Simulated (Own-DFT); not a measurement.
Hf36O71 (tetragonal hafnia with one neutral oxygen vacancy, atoms displaced) (calculated)

All values are calculated (Own-DFT development build). A calculation, not a measurement: plane-wave PBE and HSE06 DFT by an unreviewed code, no spin, of a simulated cell at Gamma alone, so results move with cell size and shape, stress positive in tension, energies less offsets, not probed for a lower state with spin; hafnium file: forces about 75 meV/angstrom off all-electron values; oxygen file: force components 24 meV/angstrom off all-electron in a glass; k mesh not checked against a denser one; forces and stress are PBE's, HSE06 gives the energy alone, and its difference from PBE has offsets of its own; offsets are fitted by least squares, one for each functional and potential file, so energies compare only between cells with the same atoms and settings and are not formation energies; the far tail of each file's local potential was reset to the Coulomb form; each entry is a single point on an unrelaxed cell, so the pressure reflects the starting lattice, taken from the Materials Project, from which strain is counted, and rises with the displacements; printed positions are rounded, which can move forces by about a meV/angstrom; the program is a retired in-house code; no spin-orbit coupling.

```json
{"formula": "Hf36O71", "kind": "tetragonal hafnia with one neutral oxygen vacancy, atoms displaced", "structure": {"cell_angstrom": [[10.78, 0.0, 0.0], [0.0, 10.78, 0.0], [0.0, 0.0, 10.4493]], "atoms_fractional": [["Hf", 0.9983, 0.00146, 0.00277], ["Hf", 0.16647, 0.15714, 0.24428], ["O", 0.99228, 0.16463, 0.15752], ["O", 0.16968, 0.98871, 0.3486], ["O", 0.00291, 0.1682, 0.40499], ["O", 0.1611, 0.99759, 0.10314], ["Hf", 0.00144, 0.00145, 0.50141], ["Hf", 0.16533, 0.17517, 0.74737], ["O", 0.00346, 0.16846, 0.64991], ["O", 0.16714, 0.00124, 0.84948], ["O", 0.9909, 0.17268, 0.8995], ["O", 0.16547, 0.99694, 0.5953], ["Hf", 0.00192, 0.32941, 0.01218], ["Hf", 0.1666, 0.50268, 0.24936], ["O", 0.00331, 0.50148, 0.15008], ["O", 0.16903, 0.33161, 0.34934], ["O", 0.98842, 0.49692, 0.40057], ["O", 0.16185, 0.3367, 0.09049], ["Hf", 0.99494, 0.33708, 0.50784], ["Hf", 0.17268, 0.50202, 0.75439], ["O", 0.99898, 0.4958, 0.65555], ["O", 0.16692, 0.33006, 0.83913], ["O", 0.00558, 0.49305, 0.90303], ["O", 0.1704, 0.33018, 0.6045], ["Hf", 0.00801, 0.66405, 0.99903], ["Hf", 0.16983, 0.83521, 0.25178], ["O", 0.00532, 0.82946, 0.15324], ["O", 0.16006, 0.66486, 0.35374], ["O", 0.99136, 0.82672, 0.39957], ["O", 0.17004, 0.66639, 0.10026], ["Hf", 0.9954, 0.66147, 0.5054], ["Hf", 0.16873, 0.8339, 0.74204], ["O", 0.99435, 0.82573, 0.65419], ["O", 0.15968, 0.67109, 0.84524], ["O", 0.99184, 0.82878, 0.9093], ["O", 0.17475, 0.66424, 0.60068], ["Hf", 0.33395, 0.00294, 0.00444], ["Hf", 0.49571, 0.16, 0.25901], ["O", 0.32887, 0.16721, 0.14587], ["O", 0.49702, 0.00344, 0.35355], ["O", 0.32808, 0.16481, 0.41172], ["O", 0.50373, 0.00113, 0.1029], ["Hf", 0.33124, 0.00876, 0.5089], ["Hf", 0.5014, 0.16222, 0.75669], ["O", 0.33096, 0.16448, 0.64903], ["O", 0.50356, 0.00184, 0.84754], ["O", 0.3411, 0.15942, 0.90851], ["O", 0.50262, 0.00448, 0.59657], ["Hf", 0.33859, 0.3324, 0.99608], ["Hf", 0.50673, 0.50111, 0.24787], ["O", 0.32874, 0.50029, 0.14894], ["O", 0.49884, 0.33625, 0.35814], ["O", 0.3278, 0.48962, 0.39703], ["O", 0.50088, 0.32578, 0.10492], ["Hf", 0.33096, 0.33687, 0.50147], ["Hf", 0.49231, 0.4946, 0.75558], ["O", 0.33323, 0.50302, 0.64601], ["O", 0.50508, 0.34404, 0.8533], ["O", 0.33005, 0.49383, 0.90204], ["O", 0.49676, 0.32786, 0.60107], ["Hf", 0.3244, 0.66977, 0.00394], ["Hf", 0.49949, 0.83504, 0.25008], ["O", 0.33805, 0.83482, 0.15363], ["O", 0.50387, 0.66046, 0.35128], ["O", 0.32839, 0.84068, 0.4057], ["O", 0.49443, 0.67202, 0.09337], ["Hf", 0.33729, 0.66691, 0.49673], ["Hf", 0.50041, 0.82323, 0.7542], ["O", 0.49716, 0.66429, 0.8462], ["O", 0.33564, 0.83307, 0.89854], ["O", 0.49857, 0.67475, 0.59384], ["Hf", 0.67143, 0.0045, 0.99646], ["Hf", 0.83985, 0.17008, 0.2483], ["O", 0.66872, 0.16722, 0.15207], ["O", 0.83659, 0.99647, 0.34146], ["O", 0.66801, 0.16609, 0.39928], ["O", 0.83361, 0.99697, 0.09134], ["Hf", 0.66642, 0.00043, 0.50324], ["Hf", 0.83299, 0.16818, 0.74823], ["O", 0.6688, 0.17321, 0.65018], ["O", 0.84277, 0.00385, 0.85608], ["O", 0.67459, 0.16672, 0.89336], ["O", 0.82863, 0.00761, 0.60395], ["Hf", 0.65635, 0.33792, 0.00087], ["Hf", 0.83903, 0.50205, 0.24762], ["O", 0.65919, 0.50219, 0.15117], ["O", 0.8348, 0.33455, 0.34284], ["O", 0.67072, 0.49726, 0.406], ["O", 0.83013, 0.33794, 0.10093], ["Hf", 0.66416, 0.33511, 0.5022], ["Hf", 0.82993, 0.5056, 0.74167], ["O", 0.66769, 0.4961, 0.66209], ["O", 0.83487, 0.34507, 0.84987], ["O", 0.6665, 0.49724, 0.89668], ["O", 0.82991, 0.33378, 0.59699], ["Hf", 0.66545, 0.66878, 0.99541], ["Hf", 0.82765, 0.82738, 0.25171], ["O", 0.66428, 0.82574, 0.15379], ["O", 0.82865, 0.66327, 0.34728], ["O", 0.66344, 0.83038, 0.39447], ["O", 0.83271, 0.66536, 0.09437], ["Hf", 0.66863, 0.6635, 0.50035], ["Hf", 0.83549, 0.832, 0.75597], ["O", 0.66865, 0.83276, 0.64451], ["O", 0.82837, 0.65968, 0.8433], ["O", 0.66484, 0.83519, 0.90277], ["O", 0.83016, 0.657, 0.58972]]}, "settings": {"first_functional": "PBE", "second_functional": "HSE06", "exact_exchange_share": 0.25, "screening [1/bohr]": 0.11, "exchange_divergence": "Gygi-Baldereschi", "potential_files": "PseudoDojo norm-conserving, scalar-relativistic, made for PBE, standard set", "wave_cutoff [hartree]": 48.0, "occupations": "fixed", "k_mesh": "1 x 1 x 1 centred on Gamma"}, "results": {"PBE_energy_of_cell_above_offsets [eV]": "-97.758", "HSE06_less_PBE_above_offsets [eV]": "0.016", "PBE_pressure [GPa]": 1.66, "PBE_stress_xx [GPa]": -2.74, "PBE_stress_yy [GPa]": -0.45, "PBE_stress_zz [GPa]": -1.78, "PBE_stress_yz [GPa]": 0.97, "PBE_stress_xz [GPa]": 0.29, "PBE_stress_xy [GPa]": 0.01, "force_element": ["Hf", "Hf", "O", "O", "O", "O", "Hf", "Hf", "O", "O", "O", "O", "Hf", "Hf", "O", "O", "O", "O", "Hf", "Hf", "O", "O", "O", "O", "Hf", "Hf", "O", "O", "O", "O", "Hf", "Hf", "O", "O", "O", "O", "Hf", "Hf", "O", "O", "O", "O", "Hf", "Hf", "O", "O", "O", "O", "Hf", "Hf", "O", "O", "O", "O", "Hf", "Hf", "O", "O", "O", "O", "Hf", "Hf", "O", "O", "O", "O", "Hf", "Hf", "O", "O", "O", "Hf", "Hf", "O", "O", "O", "O", "Hf", "Hf", "O", "O", "O", "O", "Hf", "Hf", "O", "O", "O", "O", "Hf", "Hf", "O", "O", "O", "O", "Hf", "Hf", "O", "O", "O", "O", "Hf", "Hf", "O", "O", "O", "O"], "force_x [eV/angstrom]": [-0.515, -0.227, 3.083, -0.746, -0.048, 1.226, -1.396, -0.223, -0.553, -0.194, 0.897, -0.512, -2.972, 0.711, -0.235, -0.53, 0.456, 2.412, 0.959, -1.479, 1.217, 0.914, 0.828, -0.901, -1.46, -0.986, -0.641, 0.505, 0.326, -0.6, 1.618, 0.71, 0.503, 0.54, -0.137, -1.077, -0.029, 1.596, 0.154, -0.035, 0.092, -0.446, 0.978, 0.338, 0.5, 0.034, 0.273, -0.411, -0.831, -2.115, 1.08, 0.227, 0.071, -1.192, 0.139, 1.309, 0.492, -0.86, -0.219, 0.134, 2.032, 1.072, -1.252, -0.694, 0.783, 0.163, -0.672, -0.309, 0.155, -0.134, 0.165, -0.236, -3.651, -0.401, -0.024, -0.259, -0.21, 0.235, 0.294, -0.927, -0.687, -0.893, 1.209, 2.843, -0.547, 1.439, 0.092, -0.253, 0.033, -0.699, 0.774, -2.495, -0.334, -0.67, 0.521, 0.264, 1.217, -0.173, -0.1, 0.138, 0.14, -1.126, -0.546, 0.321, 0.028, 0.23, 0.396], "force_y [eV/angstrom]": [-0.621, 1.074, -0.005, 2.687, -0.612, 0.58, -0.355, -1.632, -0.202, -0.205, -0.598, -0.805, 1.132, -1.028, 0.256, -0.248, 0.5, -0.715, -0.601, -0.338, 0.418, 0.726, 1.084, 0.496, -0.571, -1.611, -0.012, 0.006, 0.54, 0.08, 0.655, 0.602, 0.132, -0.201, 0.653, 0.66, -1.376, 1.744, -0.38, -1.11, 0.662, 0.006, -1.313, 0.477, -0.299, -1.036, 1.956, -0.11, -0.427, -0.758, -0.133, -0.619, 2.393, 0.455, -0.515, 1.39, -0.287, -3.1, 1.427, 0.576, -0.219, -0.303, 0.055, 0.635, -1.488, -0.38, -0.176, 1.299, -0.589, 0.159, 0.23, 0.46, -0.219, -0.365, 0.504, 0.016, -0.189, -0.082, 1.192, -0.346, -1.028, 0.487, -0.313, -0.41, -0.788, 0.027, -0.214, 0.311, -0.003, -1.232, -2.381, 0.279, -1.282, 1.229, -0.092, -0.811, 0.509, 0.151, 0.176, 0.521, -0.184, 0.866, 0.837, -0.211, 1.838, -0.15, 0.12], "force_z [eV/angstrom]": [-1.409, 1.922, -1.697, 0.289, 0.029, -0.077, -1.034, -0.208, -0.034, -0.293, 0.952, 0.693, -2.935, 1.154, 0.339, -1.1, 0.417, 0.932, -0.889, -0.605, -0.851, 1.523, 0.608, -0.653, 0.109, 0.155, 0.178, -0.647, 1.355, 0.317, -1.371, 0.6, -0.134, 0.658, -0.56, -0.007, -0.143, -0.725, 1.022, -0.21, -1.885, -0.251, -0.284, -1.794, 1.436, 0.235, -1.082, 0.782, 1.614, 1.089, -0.104, -1.089, 0.219, -0.48, -0.337, -1.703, 0.605, 0.962, -0.649, 0.612, -0.656, 0.614, -0.424, -0.627, 0.586, 0.058, -0.507, -1.289, 0.181, 0.217, 0.78, 0.669, 1.647, -0.075, 0.472, 0.618, 0.839, -0.865, 1.094, 0.363, -1.367, 0.697, -0.326, -0.211, -0.125, -0.602, 0.564, -0.247, -0.126, -0.286, 2.126, -1.768, -0.992, 1.414, -0.079, 0.701, -0.275, -0.583, 0.022, 0.865, -0.156, -0.989, 0.341, 1.161, 0.311, -0.463, 1.132]}}
```
